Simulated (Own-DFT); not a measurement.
# Shaking the atoms of zincblende GaP, 64 atoms (Ga32P32)

All numbers below are calculated, not measured. They come from Own-DFT, an in-house plane-wave density functional program, since retired, whose code no person has reviewed. Each row is one single-point run on a periodic cell that was not relaxed, without spin or spin-orbit coupling.

Settings of every run: PBE; PseudoDojo norm-conserving scalar-relativistic files; cutoff 42 hartree; 3 x 3 x 3 k mesh centred on Gamma; Fermi-Dirac smearing of 0.1 eV.

Known limits: forces on such cells passed a denser k mesh, each cell not checked; stress not checked against mesh or cutoff.

Cell vectors in Å: (10.901, 0.000, 0.000); (0.000, 10.901, 0.000); (0.000, 0.000, 10.901). In each run every atom was moved at random and independently from its ideal site; u is the rms move along one axis. E is the free energy for each atom above the fitted value at u = 0, and F the rms of the force components.

```
run   u (Å)  E (meV/atom)  F (eV/Å)  largest force (eV/Å)  P (GPa)
  1  0.0191           5.9     0.261                  0.81     2.70
  2  0.0194           5.7     0.253                  0.87     2.70
  3  0.0203           7.3     0.285                  0.95     2.72
  4  0.0456          35.2     0.640                  2.36     3.16
  5  0.0528          41.8     0.694                  2.37     3.20
  6  0.1002         174.1     1.489                  5.78     5.15
  7  0.1023             ?         ?                     ?        ?
  8  0.1042         171.1     1.430                  4.90     5.02
  9  0.1632         491.0     2.965                 11.87     9.95
 10  0.1955         569.7     2.766                 10.97    10.93
```

## Worked fit

For small independent moves the energy grows as E = (3/2) K u², with K the mean stiffness felt by one atom. The runs with u up to 0.11 Å give K = 10.9 ± 0.3 eV/Å², with residuals divided by u² + 0.0006 Å², since the noise grows with the moves. The scatter is 2.5 meV/atom at u = 0.05 Å. The forces follow F = G u with G = 13.8 eV/Å²; no force at u = 0 is resolved. G exceeds K because the moves of its neighbours add to the force on an atom, and stiffness differs between atoms. At u = 0.195 Å the parabola gives 623 meV/atom and the run 570. The pressure follows P = 2.61 + 235 u² GPa: at fixed volume, shortened bonds push harder than stretched ones pull.

## Withheld run

Question: what energy and rms force should run 7 give?

The fit gives 171 ± 10 meV/atom and about 1.41 eV/Å. The calculation gave 160.1 meV/atom and 1.412 eV/Å.
